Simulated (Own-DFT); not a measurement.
# Point defects and the pressure they add: C40 NbSi2

Calculated, not measured: single-point runs of Own-DFT, a retired in-house plane-wave DFT program that no person has reviewed, on unrelaxed cells, without spin or spin-orbit coupling.

All runs used: PBE; PseudoDojo norm-conserving scalar-relativistic files; cutoff 42 hartree; 4 x 4 x 5 k mesh centred on Gamma; cold (Marzari-Vanderbilt) smearing of 0.2 eV.

Known weak points: forces on such cells failed a check on a denser k mesh; stress not checked against mesh or cutoff.

All runs share one cell, with vectors in Å (0.000, 8.324, 0.000); (-9.613, 0.000, 0.000); (0.000, 0.000, 6.586) and a volume of 527.0 Å³. Atoms were moved at random from their sites; u is the rms move along one axis. The defect's site can differ from row to row.

| cell | formula | u (Å) | P (GPa) |
|---|---|---|---|
| no defect | Nb12Si24 | 0.0185 | 1.45 |
| no defect | Nb12Si24 | 0.0484 | 2.55 |
| no defect | Nb12Si24 | 0.0526 | 2.84 |
| one Si vacancy | Nb12Si23 | 0.0285 | 0.98 |
| one Si vacancy | Nb12Si23 | 0.0473 | 2.11 |
| one Si vacancy | Nb12Si23 | 0.0558 | 2.54 |
| two Nb on a Si site each | Nb14Si22 | 0.0288 | ? |
| two Nb on a Si site each | Nb14Si22 | 0.0322 | 7.77 |
| two Nb on a Si site each | Nb14Si22 | 0.0473 | 7.72 |
| two Nb on a Si site each | Nb14Si22 | 0.0522 | 8.58 |
| two Nb vacancies | Nb10Si24 | 0.0256 | -0.32 |
| two Nb vacancies | Nb10Si24 | 0.0314 | 0.01 |
| two Nb vacancies | Nb10Si24 | 0.0492 | 0.83 |
| two Si on a Nb site each | Nb10Si26 | 0.0301 | 1.49 |
| two Si on a Nb site each | Nb10Si26 | 0.0327 | 1.63 |
| two Si on a Nb site each | Nb10Si26 | 0.0489 | 2.60 |

## Fit

P = P0 + c u² + a shift for each defect gives P0 = 1.18 GPa, c = 603 ± 64 GPa/Å² and a scatter of 0.21 GPa. The shifts, and each times the cell's volume:

- two Nb on a Si site each: 5.64 ± 0.17 GPa, 18.5 eV (9.3 eV for each of its 2 sites)
- two Si on a Nb site each: -0.15 ± 0.17 GPa, -0.5 eV (-0.2 eV for each of its 2 sites) (not resolved)
- one Si vacancy: -0.54 ± 0.17 GPa, -1.8 eV
- two Nb vacancies: -1.83 ± 0.17 GPa, -6.0 eV (-3.0 eV for each of its 2 sites)

Against the defect-free cell, a freed cell would be larger where the shift is positive and smaller where it is negative (160.2 GPa Å³ is 1 eV). The atoms around the defects weren't relaxed, which would change these numbers.

## Withheld run

Question: what pressure belongs in the blank (two Nb on a Si site each, u = 0.0288 Å)?

The fit gives 7.32 ± 0.25 GPa. The hidden result is 7.51 GPa.
